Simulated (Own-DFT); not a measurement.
# Energy and forces against displacement in beta-Si3N4, 42 atoms (N24Si18)

All numbers below are calculated, not measured. The program, named Own-DFT, is a retired in-house plane-wave density functional code that no person has reviewed. Each row is one single-point run on a periodic cell that was not relaxed, without spin or spin-orbit coupling.

Settings of every run: PBE; PseudoDojo norm-conserving scalar-relativistic files; cutoff 42 hartree; 3 x 3 x 3 k mesh centred on Gamma; Fermi-Dirac smearing of 0.1 eV.

Known limits, some of them of some rows only: some atoms lie very close together; forces on such cells passed a denser k mesh, each cell not checked; stress not checked against mesh or cutoff.

Cell vectors in Å: (7.606, 0.000, 0.000); (-3.803, 6.587, 0.000); (0.000, 0.000, 8.727). In each run every atom was moved at random and independently from its ideal site; u is the rms move along one axis. E is the free energy for each atom above the fitted value at u = 0, and F the rms of the force components.

```
run,u (Å),E (meV/atom),F (eV/Å),largest force (eV/Å),P (GPa)
1,0.0200,19.6,0.812,2.36,5.37
2,0.0238,28.4,0.976,3.11,5.73
3,0.0491,110.9,1.881,6.23,7.70
4,0.0510,?,?,?,?
5,0.0868,369.9,3.934,14.94,13.78
6,0.0872,308.9,3.394,14.88,13.84
7,0.0895,462.3,4.601,15.58,18.04
8,0.1401,754.4,6.175,25.52,23.60
```

## Worked fit

For small independent moves the energy grows as E = (3/2) K u², with K the mean stiffness felt by one atom. The runs with u up to 0.11 Å give K = 32.4 ± 2.4 eV/Å², with residuals divided by u² + 0.0006 Å², since the noise grows with the moves. The scatter is 17.7 meV/atom at u = 0.05 Å. The forces follow F = G u with G = 42.8 eV/Å²; no force at u = 0 is resolved. G exceeds K because the moves of its neighbours add to the force on an atom, and stiffness differs between atoms. At u = 0.140 Å the parabola gives 955 meV/atom and the run 754. The pressure follows P = 4.70 + 1367 u² GPa: at fixed volume, shortened bonds push harder than stretched ones pull.

## Withheld run

Question: what energy and rms force should run 4 give?

The fit gives 127 ± 21 meV/atom and about 2.18 eV/Å. The calculation gave 136.0 meV/atom and 2.118 eV/Å.
